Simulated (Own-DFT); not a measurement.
# Biaxial strain at fixed height in diamond-structure SiGeSn with randomly placed atoms, 64 atoms (Ge44Si16Sn4)

The numbers are computed, not measured, by runs of the plane-wave DFT program Own-DFT (in-house, retired, unreviewed) at fixed positions, with no spin and no spin-orbit coupling.

All runs used: PBE; PseudoDojo norm-conserving scalar-relativistic files; cutoff 49 hartree; 3 x 3 x 3 k mesh centred on Gamma; Fermi-Dirac smearing of 0.1 eV.

Limits: forces on such cells moved up to 12 meV/angstrom on a denser k mesh; stress not checked against mesh or cutoff.

Unstrained cell vectors in Å: (11.306, 0.000, 0.000); (0.000, 11.306, 0.000); (0.000, 0.000, 11.306). The unstrained cell has measured lattice constants (interpolated for alloys), not those of this functional. That, the random moves and any unrelaxed bonds set the pressure at no strain. Each run strains x and y alike by e, as a substrate would, and holds the height along z. Each coordinate of each atom was shifted by a normal deviate of width 0.05 Å. The random placing of the alloy's atoms differs from row to row. Stress is positive in tension.

```
e (%)  u (Å)  (s_xx + s_yy)/2 (GPa)  s_zz (GPa)
-2.50  0.049                  -9.41       -7.46
-2.25  0.051                  -8.72       -7.27
-0.25  0.049                  -4.86       -4.80
 0.50  0.052                  -3.37       -3.79
 1.25  0.047                  -2.12       -2.92
 1.50  0.052                  -1.83       -2.74
 1.75  0.052                      ?           ?
 2.00  0.053                  -0.91       -2.38
 2.75  0.050                   0.07       -1.68
 3.00  0.052                   0.44       -1.44
```

## Analysis

With e as a fraction, the in-plane stress is -4.3 + 182 e - 782 e² GPa (errors 1 and 83, scatter 0.07), and s_zz is -4.4 + 114 e - 518 e² GPa (slope ± 2, scatter 0.09). At e = 0 the first slope is C11 + C12 and the second 2 C12, both with the ions held to the strained lattice and at the cell's own pressure. The term in e² is negative: the layer stiffens under compression and softens under tension. A free layer would change its height as e changes, and the in-plane slope would drop by 2 C12²/C11 to the biaxial modulus. At fixed height, a misfit of 1 % moves the in-plane stress by about 1.8 GPa and s_zz by 1.1 GPa.

## Test on the hidden row

Question: what are the two stresses at e = 1.75 %?

From the fit: -1.4 and -2.6 GPa. The run itself gave -1.50 and -2.61 GPa.
